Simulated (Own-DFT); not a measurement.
# Point defects and the pressure they add: zincblende GaAs

Source: density functional calculations with Own-DFT, an unreviewed in-house program that is no longer used. Nothing was measured or relaxed, and spin and spin-orbit coupling are left out.

All runs used: PBE; PseudoDojo norm-conserving scalar-relativistic files; cutoff 42 hartree; 3 x 3 x 3 k mesh centred on Gamma; Fermi-Dirac smearing of 0.1 eV.

Limits (not all hold for every row): not probed for a lower state with spin; forces not confirmed at this smearing and k mesh; stress not checked against mesh or cutoff.

All runs share one cell, with vectors in Å (11.737, 0.000, 0.000); (0.000, 11.737, 0.000); (0.000, 0.000, 10.833) and a volume of 1492.4 Å³, strained against the parent crystal. The atoms are randomly displaced, by u rms on each axis. The defect's site can differ from row to row.

| cell | formula | u (Å) | P (GPa) |
|---|---|---|---|
| no defect | As32Ga32 | 0.0288 | 1.23 |
| no defect | As32Ga32 | 0.0305 | 1.23 |
| no defect | As32Ga32 | 0.0489 | 1.55 |
| one Al on a Ga site | AlAs32Ga31 | 0.0295 | 1.22 |
| one Al on a Ga site | AlAs32Ga31 | 0.0298 | 1.25 |
| one Al on a Ga site | AlAs32Ga31 | 0.0491 | 1.54 |
| one P on an As site | As31Ga32P | 0.0288 | 0.99 |
| one P on an As site | As31Ga32P | 0.0292 | ? |
| one P on an As site | As31Ga32P | 0.0307 | 1.02 |
| one P on an As site | As31Ga32P | 0.0321 | 1.02 |
| one In on a Ga site | As32Ga31In | 0.0447 | 2.07 |
| one In on a Ga site | As32Ga31In | 0.0503 | 2.16 |
| one In on a Ga site | As32Ga31In | 0.0509 | 2.14 |
| one As vacancy and one Ga vacancy | As31Ga31 | 0.0276 | 0.91 |
| one As vacancy and one Ga vacancy | As31Ga31 | 0.0323 | 0.94 |
| one As vacancy and one Ga vacancy | As31Ga31 | 0.0465 | 1.20 |

## Analysis

P = P0 + c u² + a shift for each defect gives P0 = 1.06 GPa, c = 204 ± 8 GPa/Å² and a scatter of 0.02 GPa. The shifts, and each times the cell's volume:

- one In on a Ga site: 0.58 ± 0.02 GPa, 5.4 eV
- one Al on a Ga site: 0.00 ± 0.01 GPa, 0.0 eV (not resolved)
- one P on an As site: -0.24 ± 0.01 GPa, -2.2 eV
- one As vacancy and one Ga vacancy: -0.31 ± 0.01 GPa, -2.9 eV

Positive is outwards. The product with the volume (160.2 GPa Å³ to the eV) is nearly free of the cell's size; divided by the bulk modulus at the cell's pressure it gives the volume that the defect adds. The atoms around the defects weren't relaxed, which would change these numbers.

## Prediction

The question: what pressure belongs in the blank (one P on an As site, u = 0.0292 Å)?

The fit gives 0.99 ± 0.02 GPa. The calculation gave 1.01 GPa.
